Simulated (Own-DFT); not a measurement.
# What a defect does to the pressure of its cell: zincblende GaAs

Source: density functional calculations with Own-DFT, an unreviewed in-house program that is no longer used. Nothing was measured or relaxed, and spin and spin-orbit coupling are left out.

Common settings: PBE; PseudoDojo norm-conserving scalar-relativistic files; cutoff 42 hartree; 3 x 3 x 3 k mesh centred on Gamma; Fermi-Dirac smearing of 0.1 eV.

Keep in mind (not all hold for every row): not probed for a lower state with spin; forces not confirmed at this smearing and k mesh; stress not checked against mesh or cutoff.

All runs share one cell, with vectors in Å (11.737, 0.000, 0.000); (0.000, 11.737, 0.000); (0.000, 0.000, 10.919) and a volume of 1504.3 Å³, strained against the parent crystal. The atoms are randomly displaced, by u rms on each axis. The defect's site can differ from row to row.

```
cell,formula,u (Å),P (GPa)
no defect,As32Ga32,0.0283,0.73
no defect,As32Ga32,0.0300,0.73
no defect,As32Ga32,0.0490,1.01
one In on a Ga site,As32Ga31In,0.0294,1.34
one In on a Ga site,As32Ga31In,0.0315,?
one In on a Ga site,As32Ga31In,0.0485,1.62
one In on a Ga site,As32Ga31In,0.0499,1.59
one P on an As site,As31Ga32P,0.0281,0.51
one P on an As site,As31Ga32P,0.0466,0.77
one P on an As site,As31Ga32P,0.0540,0.96
one Al on a Ga site,AlAs32Ga31,0.0297,0.71
one Al on a Ga site,AlAs32Ga31,0.0319,0.76
one Al on a Ga site,AlAs32Ga31,0.0443,0.90
one As vacancy and one Ga vacancy,As31Ga31,0.0294,0.40
one As vacancy and one Ga vacancy,As31Ga31,0.0465,0.63
one As vacancy and one Ga vacancy,As31Ga31,0.0519,0.67
```

## What the rows give

P = P0 + c u² + a shift for each defect gives P0 = 0.58 GPa, c = 178 ± 9 GPa/Å² and a scatter of 0.03 GPa. The shifts, and each times the cell's volume:

- one In on a Ga site: 0.60 ± 0.02 GPa, 5.6 eV
- one Al on a Ga site: -0.02 ± 0.02 GPa, -0.2 eV (not resolved)
- one P on an As site: -0.18 ± 0.02 GPa, -1.7 eV
- one As vacancy and one Ga vacancy: -0.36 ± 0.02 GPa, -3.3 eV

Against the defect-free cell, a freed cell would be larger where the shift is positive and smaller where it is negative (160.2 GPa Å³ is 1 eV). The atoms around the defects weren't relaxed, which would change these numbers.

## Check

Asked: what pressure belongs in the blank (one In on a Ga site, u = 0.0315 Å)?

The fit gives 1.35 ± 0.03 GPa. DFT gave 1.41 GPa.
